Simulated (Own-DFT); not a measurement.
TiO₂ (rutile, strained, atoms displaced) (calculated)

All values are calculated (Own-DFT development build). A calculation, not a measurement: plane-wave PBE density functional theory by an unreviewed code, no spin, of a simulated periodic cell, stress positive in tension, free energy of the whole cell less one offset for each atom, oxygen file: force components 24 meV/angstrom off all-electron in one glass; forces on such cells passed a denser k mesh, this cell's mesh not checked; offsets are fitted by least squares, one for each functional and potential file, so energies compare only between cells with the same atoms and settings and are not formation energies; the far tail of each file's local potential was reset to the Coulomb form; each entry is a single point on an unrelaxed cell, so the pressure reflects the starting lattice, mostly measured values (interpolated for alloys), from which strain is counted, and rises with the displacements; printed positions are rounded, which can move forces by about a meV/angstrom; the program, named Own-DFT, is a retired in-house code; no spin-orbit coupling; before rounding, a Quantum ESPRESSO 7.3.1 run of the same cell and cutoff gave forces within 1 meV/angstrom rms on each cell, which checks the program and not the settings.

Settings shared by all entries: functional PBE; potential files PseudoDojo norm-conserving, scalar-relativistic, standard set; wave cutoff 72 hartree; occupations Fermi-Dirac; smearing width 0.1 eV; k mesh 3 x 3 x 3 centred on Gamma.

(1) TiO₂ (rutile, strained, atoms displaced)

```
TiO2
1.0
      9.1035    -0.0817    -0.1251
     -0.0817     9.2122    -0.0513
     -0.1209    -0.0496     8.9441
Ti O Ti O Ti O Ti O Ti O Ti O Ti O Ti O Ti O Ti O Ti O Ti O
2 4 2 4 2 4 2 4 2 4 2 4 2 4 2 4 2 4 2 4 2 4 2 4
Direct
  0.99972 0.99993 0.99918
  0.24071 0.25339 0.15781
  0.14816 0.14557 0.99463
  0.34645 0.34266 0.99648
  0.40634 0.10520 0.16734
  0.10425 0.39517 0.16039
  0.00544 0.99750 0.34404
  0.25354 0.24946 0.49874
  0.16150 0.15598 0.32759
  0.35272 0.35071 0.32833
  0.39685 0.10033 0.50337
  0.09176 0.40362 0.51099
  0.99996 0.99697 0.67248
  0.24929 0.24530 0.83845
  0.14857 0.15263 0.67359
  0.34065 0.35415 0.66420
  0.40917 0.09709 0.83887
  0.10878 0.39023 0.84124
  0.99520 0.50170 0.99867
  0.25642 0.75138 0.17325
  0.14529 0.65023 0.00784
  0.35355 0.84239 0.99955
  0.41524 0.60217 0.16673
  0.10324 0.90052 0.16458
  0.00170 0.49993 0.33685
  0.25556 0.74960 0.49595
  0.15003 0.65217 0.32800
  0.34579 0.85342 0.33047
  0.39883 0.59687 0.50753
  0.09170 0.90407 0.50050
  0.00996 0.51018 0.66403
  0.24806 0.74623 0.83571
  0.15756 0.64742 0.67099
  0.34763 0.84374 0.65492
  0.40030 0.59662 0.82620
  0.09744 0.90660 0.83350
  0.48364 0.00069 0.00157
  0.74659 0.24891 0.15979
  0.65120 0.16370 0.00854
  0.83440 0.34774 0.99994
  0.89587 0.09458 0.16080
  0.60180 0.40729 0.16717
  0.49815 0.99970 0.33339
  0.75152 0.24727 0.50562
  0.64748 0.15422 0.33659
  0.85386 0.35520 0.33935
  0.90266 0.09943 0.49726
  0.59629 0.40308 0.48902
  0.49966 0.99680 0.65573
  0.75841 0.25553 0.83184
  0.65320 0.15263 0.66591
  0.84785 0.34932 0.66796
  0.90618 0.09889 0.82381
  0.59419 0.41587 0.83907
  0.50139 0.50051 0.99651
  0.75549 0.74863 0.17755
  0.64726 0.65233 0.00082
  0.84911 0.84528 0.99789
  0.90289 0.59907 0.15444
  0.59830 0.90214 0.17300
  0.50409 0.50193 0.32823
  0.74923 0.75309 0.49616
  0.64504 0.65288 0.31822
  0.84757 0.84667 0.33245
  0.90265 0.60622 0.49096
  0.60014 0.90283 0.50668
  0.50228 0.50117 0.67390
  0.74974 0.74868 0.82990
  0.65641 0.65379 0.67054
  0.84955 0.85832 0.66624
  0.89666 0.59645 0.83448
  0.58957 0.90739 0.83245
```

- free energy of cell above offsets: -16.152 eV
- pressure: 6.38 GPa
- stress xx: -7.87 GPa
- stress yy: -6.59 GPa
- stress zz: -4.7 GPa
- stress yz: -2.48 GPa
- stress xz: -3.93 GPa
- stress xy: -4.32 GPa

Force:
```csv
element,x (eV/Å),y (eV/Å),z (eV/Å)
Ti,-1.156,-0.562,1.492
Ti,1.206,0.015,1.237
O,0.63,0.335,0.306
O,0.793,0.617,0.779
O,-0.112,-0.942,0.219
O,-1.531,1.302,0.303
Ti,-0.077,1.421,-1.534
Ti,0.34,0.524,0.162
O,-1.326,-0.996,0.425
O,-0.923,-0.306,0.497
O,0.273,-0.396,-0.196
O,0.263,0.224,-0.754
Ti,0.587,1.247,-0.253
Ti,0.136,0.048,-1.585
O,0.485,-0.152,-1.287
O,0.802,-0.306,0.119
O,-0.892,0.45,-0.77
O,-2.085,2.123,-0.479
Ti,0.5,-0.196,-0.232
Ti,-0.838,-0.748,-1.409
O,1.087,0.616,-1.199
O,-0.982,-0.571,-0.059
O,-1.921,0.772,-0.468
O,-0.192,0.285,0.257
Ti,-0.908,-1.212,-0.461
Ti,0.524,-0.947,0.234
O,0.622,0.274,0.084
O,-0.141,-0.4,1.272
O,-0.356,0.955,-0.72
O,1.026,-0.943,-0.099
Ti,-0.973,-1.516,0.553
Ti,0.171,0.205,0.854
O,-0.293,0.647,-0.489
O,-0.287,0.397,1.136
O,-0.738,0.86,0.489
O,1.026,-1.371,-0.058
Ti,1.808,0.483,-0.273
Ti,0.088,-0.415,1.857
O,-1.018,-1.338,-1.712
O,1.877,1.225,-0.099
O,0.675,-0.06,0.316
O,-0.208,-0.121,-0.161
Ti,1.452,1.516,-2.064
Ti,-0.571,0.392,-1.29
O,0.208,-0.122,0.122
O,0.045,-0.147,-0.196
O,0.212,-0.116,-0.421
O,0.528,0.112,1.296
Ti,0.469,0.405,2.802
Ti,-0.331,-0.899,-0.419
O,-0.212,0.23,0.071
O,0.049,0.423,0.557
O,-1.032,0.769,1.022
O,1.266,-1.705,-0.863
Ti,0.058,0.492,1.589
Ti,-0.911,0.286,-3.367
O,0.453,0.529,-0.548
O,-0.031,0.139,-0.034
O,0.116,-0.458,1.128
O,-0.28,0.313,0.318
Ti,-0.738,-1.849,0.611
Ti,0.062,-0.368,0.931
O,1.533,1.308,1.818
O,0.356,0.327,1.114
O,0.219,-0.08,0.799
O,0.066,-0.356,-0.918
Ti,-0.641,-0.742,-1.863
Ti,-0.542,1.104,2.134
O,-0.19,-0.106,-1.521
O,-1.28,-1.768,-0.47
O,0.836,-0.436,-0.418
O,0.87,-0.719,-0.215
```

(2) TiO₂ (rutile, strained, atoms displaced)

```
TiO2
1.0
      9.1859    -0.0316     0.0668
     -0.0316     9.0628     0.0728
      0.0646     0.0704     8.7534
Ti O Ti O Ti O Ti O Ti O Ti O Ti O Ti O Ti O Ti O Ti O Ti O
2 4 2 4 2 4 2 4 2 4 2 4 2 4 2 4 2 4 2 4 2 4 2 4
Direct
  0.00468 0.99505 0.99359
  0.25817 0.25784 0.15713
  0.16223 0.14806 0.99359
  0.35319 0.35059 0.00903
  0.40064 0.10804 0.16818
  0.10822 0.40642 0.15954
  0.99631 0.00251 0.33388
  0.25535 0.24651 0.50695
  0.15295 0.15139 0.33782
  0.33753 0.34315 0.34207
  0.40944 0.08487 0.50274
  0.08993 0.40195 0.50576
  0.99336 0.99887 0.66120
  0.24801 0.24746 0.84294
  0.15968 0.15954 0.67114
  0.35323 0.35354 0.66608
  0.39547 0.08957 0.83526
  0.09611 0.40048 0.82866
  0.99510 0.50736 0.01544
  0.24662 0.74851 0.16797
  0.15518 0.65349 0.99169
  0.34782 0.84576 0.99825
  0.39461 0.60064 0.17044
  0.09546 0.90405 0.16567
  0.99231 0.50936 0.32710
  0.23579 0.75005 0.49969
  0.15699 0.65355 0.34675
  0.35222 0.85394 0.32708
  0.39676 0.60104 0.49821
  0.10078 0.89619 0.50111
  0.99624 0.49989 0.66223
  0.24917 0.75226 0.83630
  0.15299 0.64885 0.66715
  0.35182 0.85765 0.66125
  0.39750 0.59949 0.84133
  0.09396 0.90268 0.83918
  0.50180 0.99591 0.99912
  0.75521 0.25448 0.16789
  0.65428 0.14909 0.00064
  0.84783 0.34567 0.99024
  0.90835 0.09801 0.15520
  0.58397 0.39706 0.16292
  0.50040 0.99591 0.32643
  0.76261 0.24776 0.51030
  0.65337 0.15486 0.32552
  0.85165 0.34089 0.33909
  0.90515 0.08879 0.50307
  0.59424 0.40127 0.49751
  0.49184 0.00016 0.66867
  0.75046 0.25069 0.83050
  0.66130 0.16088 0.66169
  0.84197 0.34194 0.66478
  0.89557 0.09531 0.83297
  0.59511 0.40444 0.84003
  0.50930 0.49401 0.99130
  0.75673 0.75105 0.17642
  0.64555 0.65390 0.00211
  0.84246 0.84179 0.99400
  0.90243 0.59883 0.16564
  0.59106 0.90217 0.16094
  0.50255 0.50151 0.32519
  0.76128 0.75138 0.49598
  0.65452 0.65012 0.33585
  0.85095 0.85398 0.32671
  0.89720 0.59719 0.49819
  0.58947 0.91441 0.49674
  0.49613 0.49217 0.66942
  0.75393 0.75754 0.83775
  0.64502 0.64575 0.66702
  0.84307 0.84354 0.66714
  0.91125 0.59527 0.84160
  0.59375 0.90081 0.82573
```

* free energy of cell above offsets: -12.855 eV
* pressure: 16.24 GPa
* stress xx: -13.14 GPa
* stress yy: -15.18 GPa
* stress zz: -20.4 GPa
* stress yz: 1.98 GPa
* stress xz: 2.31 GPa
* stress xy: -1.75 GPa

Force:
```csv
element,x (eV/Å),y (eV/Å),z (eV/Å)
Ti,-0.422,0.901,1.255
Ti,-0.14,-1.528,3.81
O,-1.374,-0.708,1.474
O,-0.185,0.156,-2.037
O,0.461,-0.724,-0.731
O,-1.652,0.958,1.098
Ti,2.922,2.1,-2.268
Ti,0.329,-0.213,-1.492
O,-1.173,-0.885,0.11
O,1.29,1.308,-1.181
O,-2.311,3.179,-0.922
O,-0.015,0.077,-0.927
Ti,1.527,0.085,1.947
Ti,0.206,1.472,-2.468
O,-1.9,-1.929,0.623
O,-0.947,-1.332,0.314
O,0.173,1.206,0.422
O,0.19,-0.275,0.304
Ti,1.722,-2.02,-5.526
Ti,1.879,0.255,-0.118
O,-1.172,-0.495,1.507
O,-0.224,0.299,0.44
O,0.026,-0.042,0.034
O,0.03,-0.732,0.195
Ti,2.206,-2.71,3.066
Ti,4.048,-0.307,1.655
O,-2.281,-1.502,-2.338
O,-1.549,-1.057,-0.318
O,0.648,-0.405,-0.017
O,-1.985,1.705,0.153
Ti,1.868,-0.627,2.252
Ti,1.641,-0.352,-1.304
O,-0.466,0.307,0.304
O,-1.683,-1.685,0.609
O,0.152,-0.197,-0.494
O,0.38,-0.495,-1.671
Ti,-0.239,0.898,-0.558
Ti,-1.065,-1.457,0.291
O,-0.09,0.15,-0.094
O,0.55,1.038,0.843
O,-0.526,0.488,1.063
O,1.684,-0.54,0.592
Ti,-0.15,0.92,1.399
Ti,-2.81,0.175,-2.518
O,0.637,0.001,-0.005
O,1.282,1.804,-1.506
O,-0.783,0.775,-0.147
O,0.586,-0.243,-0.113
Ti,0.328,-0.177,-0.774
Ti,-0.695,-1.16,1.794
O,-1.859,-1.713,1.091
O,2.051,2.39,0.435
O,0.714,-0.404,-0.595
O,1.329,-1.551,-1.435
Ti,-1.277,2.643,1.386
Ti,-3.073,0.548,-2.343
O,1.038,0.221,0.615
O,1.288,1.158,1.633
O,-1.183,1.232,1.148
O,1.74,-1.331,0.177
Ti,-1.8,-0.133,2.186
Ti,-3.502,-0.306,2.581
O,0.847,0.708,-0.454
O,-0.639,-0.771,0.345
O,-0.039,0.47,-0.801
O,3.037,-2.36,-0.063
Ti,-0.012,2.221,-2.467
Ti,-2.442,-2.229,-0.684
O,1.706,1.238,-0.58
O,1.22,0.937,-0.921
O,-1.28,0.991,-0.496
O,1.211,-0.419,1.213
```

(3) TiO₂ (rutile, strained, atoms displaced)

```
TiO2
1.0
      9.3557     0.0116     0.0508
      0.0116     9.0153     0.1794
      0.0490     0.1734     8.7980
Ti O Ti O Ti O Ti O Ti O Ti O Ti O Ti O Ti O Ti O Ti O Ti O
2 4 2 4 2 4 2 4 2 4 2 4 2 4 2 4 2 4 2 4 2 4 2 4
Direct
  0.99610 0.00408 0.00414
  0.25832 0.24097 0.17210
  0.14554 0.14807 0.00376
  0.34216 0.34923 0.99733
  0.40835 0.09806 0.17914
  0.09369 0.40712 0.16624
  0.99413 0.99004 0.32575
  0.25351 0.24793 0.50384
  0.14508 0.15704 0.32771
  0.34168 0.34491 0.33105
  0.39235 0.09835 0.51156
  0.10043 0.39933 0.49907
  0.99610 0.99295 0.65827
  0.25004 0.24896 0.83763
  0.15327 0.15084 0.66852
  0.34844 0.34722 0.67122
  0.41180 0.10075 0.83622
  0.10208 0.40135 0.83005
  0.99606 0.50177 0.01401
  0.24729 0.75270 0.17002
  0.14541 0.65680 0.99851
  0.35415 0.84929 0.00534
  0.40328 0.59859 0.17807
  0.10450 0.90349 0.16628
  0.00299 0.49095 0.33139
  0.25155 0.74948 0.50078
  0.15261 0.66125 0.33679
  0.34167 0.85517 0.33306
  0.41082 0.60154 0.50089
  0.09295 0.90138 0.50360
  0.00386 0.50619 0.65481
  0.24567 0.74766 0.82906
  0.16464 0.64805 0.67038
  0.34626 0.83902 0.66546
  0.40105 0.59423 0.82710
  0.08645 0.90476 0.83215
  0.50192 0.00173 0.00295
  0.74625 0.25153 0.15927
  0.65667 0.15262 0.99797
  0.84930 0.34693 0.99635
  0.90251 0.10801 0.15750
  0.59233 0.40328 0.16408
  0.50381 0.99517 0.32352
  0.74742 0.24863 0.49319
  0.64802 0.16170 0.33895
  0.84923 0.34796 0.32683
  0.90686 0.10162 0.49991
  0.59200 0.39641 0.49449
  0.50897 0.01014 0.67785
  0.75545 0.23645 0.83724
  0.64978 0.14729 0.66148
  0.85252 0.34566 0.66471
  0.90812 0.09568 0.82105
  0.58978 0.40157 0.83480
  0.50439 0.50843 0.99182
  0.75558 0.73727 0.16633
  0.64747 0.65192 0.00237
  0.85077 0.85464 0.99798
  0.90394 0.59478 0.16342
  0.59824 0.89668 0.16251
  0.50296 0.49745 0.33805
  0.74937 0.74693 0.49957
  0.64567 0.65953 0.34378
  0.85507 0.84610 0.33404
  0.90088 0.59290 0.49434
  0.60477 0.91215 0.50377
  0.49330 0.49211 0.65570
  0.76082 0.74527 0.83027
  0.65434 0.65340 0.67431
  0.84651 0.87059 0.65981
  0.89927 0.59177 0.83488
  0.59622 0.91329 0.83686
```

* free energy of cell above offsets: -15.159 eV
* pressure: 10.02 GPa
* stress xx: -6.84 GPa
* stress yy: -11.29 GPa
* stress zz: -11.94 GPa
* stress yz: 5.08 GPa
* stress xz: 1.03 GPa
* stress xy: 0.54 GPa

Force:
```csv
element,x (eV/Å),y (eV/Å),z (eV/Å)
Ti,1.142,0.096,-2.252
Ti,-0.816,0.703,-0.359
O,1.051,0.453,0.099
O,0.156,-0.185,0.5
O,-0.406,0.788,-1.532
O,0.85,-0.717,0.497
Ti,1.237,1.79,1.572
Ti,-0.278,-1.846,0.523
O,0.148,-0.502,0.313
O,0.816,0.839,-0.242
O,0.713,-0.24,-0.911
O,-0.733,1.083,-0.143
Ti,2.084,1.799,0.809
Ti,-1.617,0.401,0.149
O,0.438,0.393,0.121
O,0.23,0.406,-0.91
O,-0.981,0.707,0.451
O,-0.524,0.337,0.029
Ti,1.773,-0.894,-4.047
Ti,1.152,-0.681,-1.04
O,0.166,-0.214,0.675
O,-0.258,0.127,-0.418
O,-0.388,0.346,-0.564
O,-1.243,0.538,0.185
Ti,0.629,-0.586,1.158
Ti,0.462,1.215,0.08
O,-0.868,-1.359,0.29
O,0.732,0.153,0.038
O,-0.815,0.322,-0.646
O,0.826,-0.855,-1.408
Ti,0.052,-2.12,2.507
Ti,0.431,0.919,0.809
O,-1.678,-0.837,-0.437
O,0.41,0.983,-0.102
O,-0.196,0.611,0.214
O,1.505,-1.324,0.554
Ti,-0.958,-1.269,-1.352
Ti,-0.147,0.663,0.913
O,-0.571,-0.461,1.07
O,-0.443,0.035,-0.081
O,-0.218,-0.853,1.104
O,0.85,-0.532,0.449
Ti,0.615,-1.173,3.321
Ti,1.68,-0.295,1.109
O,-0.079,-0.87,-0.924
O,-0.057,0.42,-0.104
O,-0.844,0.628,-1.606
O,0.709,-0.261,1.04
Ti,-1.453,-1.039,-2.256
Ti,1.393,1.417,-2.507
O,1.303,1.496,0.561
O,-0.687,0.246,-0.088
O,-1.658,1.525,1.648
O,0.832,-0.449,0.024
Ti,-1.507,-1.054,-0.184
Ti,-0.955,1.267,-0.572
O,1.659,1.194,0.184
O,-1.393,-1.547,0.748
O,-1.343,1.306,1.173
O,0.52,0.168,0.98
Ti,-1.324,0.292,-2.881
Ti,-1.206,1.007,0.976
O,1.027,-0.095,-0.817
O,-0.997,-0.781,-0.822
O,-0.234,0.836,-0.149
O,-0.044,-0.875,-0.64
Ti,0.361,-0.239,2.882
Ti,-0.08,0.23,-0.393
O,0.733,0.433,-0.31
O,-2.57,-3.608,0.578
O,-0.372,1.273,-0.649
O,1.256,-1.683,1.011
```

(4) TiO₂ (rutile, strained, atoms displaced)

```
TiO2
1.0
      9.0832     0.0168     0.0313
      0.0168     9.1336     0.1468
      0.0302     0.1419     8.8638
Ti O Ti O Ti O Ti O Ti O Ti O Ti O Ti O Ti O Ti O Ti O Ti O
2 4 2 4 2 4 2 4 2 4 2 4 2 4 2 4 2 4 2 4 2 4 2 4
Direct
  0.00728 0.00577 0.99053
  0.25120 0.24357 0.16338
  0.15195 0.14828 0.98941
  0.34001 0.35486 0.99104
  0.39239 0.10027 0.16820
  0.08460 0.39717 0.17130
  0.00175 0.99918 0.33062
  0.24216 0.24681 0.50518
  0.15461 0.15158 0.33210
  0.35986 0.34644 0.33973
  0.40211 0.10549 0.49212
  0.09625 0.40259 0.49057
  0.99947 0.98953 0.67794
  0.26020 0.24202 0.83080
  0.15738 0.14423 0.68341
  0.34412 0.34073 0.66575
  0.40429 0.09479 0.85166
  0.11463 0.39870 0.82306
  0.99509 0.49737 0.00129
  0.24769 0.75832 0.16074
  0.16341 0.65043 0.00344
  0.35367 0.84279 0.99072
  0.40183 0.59841 0.16946
  0.09431 0.89809 0.16854
  0.99683 0.49659 0.33375
  0.24056 0.75569 0.50525
  0.14922 0.64335 0.32424
  0.33787 0.84920 0.34426
  0.39927 0.59646 0.50390
  0.09339 0.90820 0.49444
  0.99661 0.49434 0.65444
  0.25740 0.75851 0.83682
  0.15672 0.65363 0.65929
  0.35068 0.84453 0.66816
  0.40838 0.60807 0.83781
  0.09325 0.90004 0.83108
  0.49542 0.99245 0.99820
  0.75965 0.23724 0.17348
  0.64673 0.15458 0.00658
  0.85172 0.35091 0.99354
  0.90542 0.09529 0.17797
  0.59894 0.39754 0.17047
  0.49000 0.99736 0.33115
  0.74817 0.24519 0.49885
  0.64383 0.14631 0.33644
  0.85467 0.35511 0.33634
  0.89616 0.09384 0.49319
  0.59291 0.40605 0.49317
  0.50460 0.00894 0.67765
  0.74253 0.24818 0.83830
  0.64729 0.15477 0.67377
  0.85574 0.34905 0.66619
  0.89860 0.10193 0.82789
  0.59752 0.39890 0.83039
  0.49584 0.50066 0.99827
  0.75031 0.75853 0.17317
  0.65424 0.64710 0.99408
  0.84769 0.84866 0.00290
  0.90530 0.60045 0.16950
  0.59997 0.90230 0.17465
  0.50123 0.50257 0.34311
  0.75087 0.74831 0.49980
  0.65850 0.65679 0.33058
  0.85292 0.84178 0.33497
  0.89837 0.60395 0.49883
  0.60762 0.89898 0.50300
  0.50317 0.50223 0.66724
  0.74029 0.74727 0.83531
  0.64820 0.65026 0.66372
  0.84840 0.84651 0.66517
  0.90664 0.60755 0.83453
  0.59112 0.90093 0.83445
```

- pressure: —

Question: What pressure does the calculation give for TiO₂ (rutile, strained, atoms displaced) (entry 4)?
Answer: 11.29 GPa

Further results for TiO₂ (rutile, strained, atoms displaced) (entry 4):

* free energy of cell above offsets: -14.448 eV
* stress xx: -12 GPa
* stress yy: -10.98 GPa
* stress zz: -10.88 GPa
* stress yz: 5.48 GPa
* stress xz: 0.02 GPa
* stress xy: 1.07 GPa

Force:
```csv
element,x (eV/Å),y (eV/Å),z (eV/Å)
Ti,-1.397,-0.732,1.528
Ti,-0.364,2.431,0.976
O,-0.478,-0.493,1.72
O,0.471,-0.461,1.195
O,0.944,-1.32,-0.767
O,1.355,-0.909,-0.798
Ti,0.181,-0.485,1.449
Ti,0.952,0.269,-0.805
O,-0.252,0.031,0
O,-1.758,-0.71,-0.618
O,0.386,-1.179,1.168
O,0.714,-0.75,1.602
Ti,-1.466,0.813,-3.349
Ti,-1.503,3.131,-0.413
O,-0.595,-0.702,-1.671
O,1.262,0.622,-0.732
O,0.342,-0.071,-1.632
O,-1.819,1.017,0.33
Ti,0.771,0.749,-0.472
Ti,-0.473,-2.893,2.16
O,-0.539,0.3,-0.221
O,0.374,1.21,1.071
O,0.27,0.427,-0.778
O,0.25,0.619,-1.068
Ti,0.808,1.987,-1.744
Ti,0.04,-1.262,-0.655
O,0.949,1.407,0.437
O,1.358,0.927,-1.726
O,0.096,0.258,0.162
O,0.67,-0.557,1.544
Ti,1.001,0.596,2.422
Ti,-0.683,-2.818,-1.516
O,-0.88,-0.431,1.318
O,0.356,1.384,-0.291
O,-0.122,-0.493,-0.971
O,0.687,-0.497,1.478
Ti,1.819,0.139,2.202
Ti,-1.962,2.145,-0.335
O,0.57,-0.381,-0.061
O,-0.837,-1.193,0.214
O,-0.62,0.785,-2.252
O,0.329,0.115,-0.524
Ti,0.181,-0.474,1.887
Ti,0.909,0.028,-0.414
O,1.449,1.168,-0.112
O,-2.733,-2.631,0.233
O,-0.446,0.893,0.661
O,1.866,-1.417,2.294
Ti,-0.698,-1.025,-3.213
Ti,0.634,1.152,0.749
O,0.039,0.087,-0.416
O,-1.375,-0.904,-0.312
O,0.478,-0.837,0.446
O,-0.095,-0.053,0.148
Ti,0.14,-0.384,2.695
Ti,1.245,-0.948,-0.601
O,-0.155,0.277,0.569
O,0.063,0.75,-0.85
O,-0.517,0.193,-1.231
O,-1.064,0.637,-0.633
Ti,-1.195,0.248,-2.77
Ti,-0.305,0.558,-0.264
O,-0.903,-0.742,0.617
O,0.274,0.779,-0.584
O,0.864,-1.035,0.393
O,-1.714,1.467,0.417
Ti,-0.973,0.282,-0.622
Ti,1.941,-1.041,0.444
O,0.163,-0.074,0.792
O,0.247,0.441,0.367
O,0.042,-0.588,-0.403
O,0.429,0.171,0.134
```
